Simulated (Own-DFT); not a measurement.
## Calculated data, Si₃N₄ (beta silicon nitride, strained, atoms displaced)

Computed with Own-DFT development build. A calculation, not a measurement: plane-wave PBE density functional theory by an unreviewed code, no spin, of a simulated periodic cell, stress positive in tension, free energy of the whole cell less one offset for each atom, forces on such cells moved up to 12 meV/angstrom on a denser k mesh; offsets are fitted by least squares, one for each functional and potential file, so energies compare only between cells with the same atoms and settings and are not formation energies; the far tail of each file's local potential was reset to the Coulomb form; each entry is a single point on an unrelaxed cell, so the pressure reflects the starting lattice, mostly measured values (interpolated for alloys), from which strain is counted, and rises with the displacements; printed positions are rounded, which can move forces by about a meV/angstrom; the program, named Own-DFT, is a retired in-house code; no spin-orbit coupling; before rounding, a Quantum ESPRESSO 7.3.1 run of the same cell and cutoff gave forces within 1 meV/angstrom rms on each cell, which checks the program and not the settings.

```json
{"formula": "Si3N4", "kind": "beta silicon nitride, strained, atoms displaced", "structure": {"cell_angstrom": [[15.3545, 0.2452, 0.1242], [-7.4649, 12.9958, 0.0429], [0.0475, 0.0464, 5.8983]], "atoms_fractional": [["Si", 0.08249, 0.38277, 0.12553], ["Si", 0.10883, 0.19835, 0.12847], ["Si", 0.29346, 0.41642, 0.13083], ["Si", 0.40691, 0.11194, 0.37741], ["Si", 0.38197, 0.29476, 0.37769], ["Si", 0.20483, 0.08703, 0.37628], ["N", 0.16574, 0.01592, 0.12284], ["N", 0.48595, 0.15343, 0.12272], ["N", 0.35099, 0.33271, 0.13791], ["N", 0.33284, 0.48679, 0.37319], ["N", 0.01482, 0.34473, 0.37534], ["N", 0.15438, 0.17635, 0.37344], ["N", 0.16425, 0.33183, 0.11555], ["N", 0.33338, 0.1721, 0.3806], ["Si", 0.08821, 0.38073, 0.61927], ["Si", 0.11762, 0.20511, 0.63532], ["Si", 0.2936, 0.40645, 0.63632], ["Si", 0.4132, 0.11597, 0.86647], ["Si", 0.38706, 0.30065, 0.88511], ["Si", 0.20732, 0.09208, 0.87217], ["N", 0.15994, 0.01413, 0.62029], ["N", 0.47954, 0.1525, 0.62976], ["N", 0.34981, 0.3359, 0.62324], ["N", 0.33438, 0.48138, 0.86454], ["N", 0.01967, 0.34972, 0.87548], ["N", 0.15613, 0.16753, 0.87061], ["N", 0.16816, 0.33351, 0.61203], ["N", 0.33192, 0.16619, 0.85522], ["Si", 0.09164, 0.8906, 0.11871], ["Si", 0.11697, 0.70227, 0.1166], ["Si", 0.30031, 0.9189, 0.12437], ["Si", 0.40518, 0.61208, 0.37131], ["Si", 0.38602, 0.79619, 0.37835], ["Si", 0.20412, 0.59666, 0.36508], ["N", 0.16464, 0.52089, 0.13299], ["N", 0.48762, 0.654, 0.10806], ["N", 0.34777, 0.82859, 0.13073], ["N", 0.33385, 0.98546, 0.38456], ["N", 0.01897, 0.85389, 0.37189], ["N", 0.14497, 0.66174, 0.37602], ["N", 0.16656, 0.82702, 0.1194], ["N", 0.33791, 0.67055, 0.36576], ["Si", 0.08404, 0.88162, 0.62905], ["Si", 0.12059, 0.70504, 0.62826], ["Si", 0.30295, 0.91729, 0.62184], ["Si", 0.41554, 0.62287, 0.89222], ["Si", 0.38651, 0.80373, 0.86405], ["Si", 0.20081, 0.58841, 0.88434], ["N", 0.16545, 0.51482, 0.62472], ["N", 0.49018, 0.65571, 0.63308], ["N", 0.34791, 0.83245, 0.6273], ["N", 0.33225, 0.98541, 0.86858], ["N", 0.01761, 0.84884, 0.87337], ["N", 0.15098, 0.66716, 0.88475], ["N", 0.16835, 0.83232, 0.61997], ["N", 0.33346, 0.66946, 0.8831], ["Si", 0.58443, 0.38636, 0.11685], ["Si", 0.62226, 0.20649, 0.11691], ["Si", 0.80012, 0.4207, 0.12084], ["Si", 0.91423, 0.11599, 0.37171], ["Si", 0.89068, 0.30184, 0.36599], ["Si", 0.69988, 0.08559, 0.38197], ["N", 0.66692, 0.01508, 0.1288], ["N", 0.98121, 0.15018, 0.1329], ["N", 0.84967, 0.33699, 0.12594], ["N", 0.83276, 0.4876, 0.37502], ["N", 0.51575, 0.34884, 0.37088], ["N", 0.64875, 0.16296, 0.37533], ["N", 0.66392, 0.33306, 0.14583], ["N", 0.83167, 0.16448, 0.37881], ["Si", 0.58962, 0.38863, 0.62682], ["Si", 0.61114, 0.2007, 0.6282], ["Si", 0.80089, 0.4149, 0.63336], ["Si", 0.91552, 0.11326, 0.86885], ["Si", 0.88351, 0.30059, 0.86389], ["Si", 0.69613, 0.08273, 0.86433], ["N", 0.66833, 0.01964, 0.62512], ["N", 0.97764, 0.1466, 0.61967], ["N", 0.85211, 0.33374, 0.62853], ["N", 0.83205, 0.48738, 0.88428], ["N", 0.52232, 0.34933, 0.87523], ["N", 0.64296, 0.16239, 0.87308], ["N", 0.65995, 0.32811, 0.61198], ["N", 0.83183, 0.1648, 0.88951], ["Si", 0.58531, 0.88399, 0.14304], ["Si", 0.61988, 0.70407, 0.12277], ["Si", 0.80066, 0.91377, 0.13566], ["Si", 0.91105, 0.61195, 0.38643], ["Si", 0.88578, 0.80109, 0.37794], ["Si", 0.70306, 0.58522, 0.37526], ["N", 0.67273, 0.51667, 0.12651], ["N", 0.97916, 0.64993, 0.12263], ["N", 0.84595, 0.8296, 0.11987], ["N", 0.83577, 0.98399, 0.3662], ["N", 0.51719, 0.85503, 0.3775], ["N", 0.6444, 0.66214, 0.37034], ["N", 0.66548, 0.82898, 0.13058], ["N", 0.83388, 0.66663, 0.38769], ["Si", 0.5893, 0.89126, 0.60327], ["Si", 0.61402, 0.70226, 0.62876], ["Si", 0.8056, 0.92173, 0.6291], ["Si", 0.9134, 0.61469, 0.88368], ["Si", 0.8885, 0.80602, 0.88255], ["Si", 0.70401, 0.58218, 0.87416], ["N", 0.66792, 0.51646, 0.62776], ["N", 0.98199, 0.64603, 0.60109], ["N", 0.84439, 0.83454, 0.6136], ["N", 0.83915, 0.98812, 0.86372], ["N", 0.50918, 0.85018, 0.877], ["N", 0.65587, 0.6705, 0.87627], ["N", 0.67148, 0.82942, 0.6249], ["N", 0.82947, 0.6668, 0.87494]]}, "settings": {"functional": "PBE", "potential_files": "PseudoDojo norm-conserving, scalar-relativistic, standard set", "wave_cutoff [hartree]": 42.0, "occupations": "Fermi-Dirac", "smearing_width [eV]": 0.1, "k_mesh": "2 x 2 x 4 centred on Gamma"}, "results": {"free_energy_of_cell_above_offsets [eV]": "-8.555", "pressure [GPa]": 3.2, "stress_xx [GPa]": 0.34, "stress_yy [GPa]": -7.58, "stress_zz [GPa]": -2.36, "stress_yz [GPa]": 1.36, "stress_xz [GPa]": 1.74, "stress_xy [GPa]": 5.93, "force_element": ["Si", "Si", "Si", "Si", "Si", "Si", "N", "N", "N", "N", "N", "N", "N", "N", "Si", "Si", "Si", "Si", "Si", "Si", "N", "N", "N", "N", "N", "N", "N", "N", "Si", "Si", "Si", "Si", "Si", "Si", "N", "N", "N", "N", "N", "N", "N", "N", "Si", "Si", "Si", "Si", "Si", "Si", "N", "N", "N", "N", "N", "N", "N", "N", "Si", "Si", "Si", "Si", "Si", "Si", "N", "N", "N", "N", "N", "N", "N", "N", "Si", "Si", "Si", "Si", "Si", "Si", "N", "N", "N", "N", "N", "N", "N", "N", "Si", "Si", "Si", "Si", "Si", "Si", "N", "N", "N", "N", "N", "N", "N", "N", "Si", "Si", "Si", "Si", "Si", "Si", "N", "N", "N", "N", "N", "N", "N", "N"], "force_x [eV/angstrom]": [1.98, 1.193, 0.957, 1.718, 1.436, -1.454, 0.584, -0.694, -1.622, -0.21, 0.144, 1.282, -0.366, 0.549, -0.748, -0.84, -0.648, -0.45, 0.368, 0.657, 0.638, 1.937, 1.81, -0.295, -2.159, -3.005, -0.357, 0.878, 0.49, -2.942, -0.026, 4.792, -0.356, 3.038, 0.001, 0.531, -1.465, -0.195, -1.11, -1.331, -0.842, -2.501, 1.51, -2.137, -2.259, -0.287, 0.566, 2.552, -0.309, -3.238, -0.414, 0.408, -1.351, 0.025, -0.045, -1.274, 2.037, -2.611, -1.741, -2.651, -1.686, 1.961, -0.483, 1.981, 0.502, 0.356, -1.256, -1.198, 1.684, -0.186, -0.222, -0.743, -2.447, -2.992, 2.92, 2.34, -0.271, 3.774, -1.345, 0.419, -3.515, 1.479, 2.519, -0.574, 1.756, -0.91, -2.626, -1.854, 1.343, 0.03, -0.699, 2.754, -0.032, 0.243, -2.267, 1.407, -0.395, -0.73, 2.408, 1.419, -2.601, -1.823, 0.371, -0.83, -0.116, 3.328, 2.665, 0.223, 3.067, 0.631, -2.295, 2.367], "force_y [eV/angstrom]": [1.38, 1.632, -1.444, 4.045, 3.667, 1.315, 2.362, -1.318, 1.347, -2.283, 0.708, -2.445, 0.58, -5.154, 2.204, -1.295, 2.64, 0.757, -0.147, -2.24, 0.694, -0.254, -0.964, 1.623, -0.611, 0.807, -0.492, 1.04, -3.621, -1.154, -3.608, 2.181, 1.489, -2.919, -2.237, -0.124, 2.356, -0.153, -0.161, 1.614, 4.958, -1.094, 0.51, -1.381, -3.023, -1.704, -2.385, -0.66, 1.11, -1.818, 0.774, 0.09, 0.258, -0.546, 1.942, -0.534, -0.203, -0.417, -3.405, -0.55, -2.721, 2.206, -0.356, 0.066, 0.562, -2.609, 0.455, 0.338, 1.765, 1.001, -1.658, -0.204, -1.133, 2.103, -2.481, 2.519, -2.353, 1.685, 1.649, -0.606, -0.616, -0.828, 2.567, 0.385, -0.2, -1.929, -1.627, 1.954, -1.891, 2.289, -1.362, 0.458, 1.584, 1.526, -0.77, -1.086, 4.028, 0.432, -3.157, -0.67, -3.551, 2.41, -3.735, 3.457, -0.686, 1.462, 0.246, -1.439, 2.406, -1.691, 4.978, 1.087], "force_z [eV/angstrom]": [-0.62, -0.394, -1.355, -0.729, 0.759, -0.24, -0.034, 0.027, -1.852, 0.784, 0.317, 0.532, 0.235, -0.444, 0.75, -2.197, -1.786, 3.079, -1.193, -0.88, 1.104, -2.732, 1.393, 2.697, -0.578, 1.388, 0.594, 1.151, 0.885, 2.997, 0.229, 0.97, -0.771, 2.388, -0.393, 4.379, -0.27, -2.627, 0.056, -0.413, 0.155, 0.577, -2.325, -0.715, 1.709, -4.744, 3.335, -2.286, -0.144, -1.083, -1.892, 0.75, 1.383, -3.032, 0.268, -0.53, 2.779, 2.663, 3.476, 1.011, 0.758, -2.986, -0.26, -3.086, -0.774, 0.844, 1.133, 0.139, -1.619, -0.017, -2.236, -1.788, -1.489, 1.863, 3.668, 3.869, -0.521, 0.191, -2.519, -3.001, -0.516, -1.008, 1.217, -0.979, -5.07, -0.337, -2.748, -3.677, -0.548, -0.221, -0.028, 0.739, 2.172, 1.558, 0.742, 0.893, 0.12, -0.431, 5.079, -0.319, -1.995, -2.361, -3.371, 0.355, -0.348, 6.075, 2.291, 3.236, -0.518, -0.628, -0.211, 0.107]}}
```
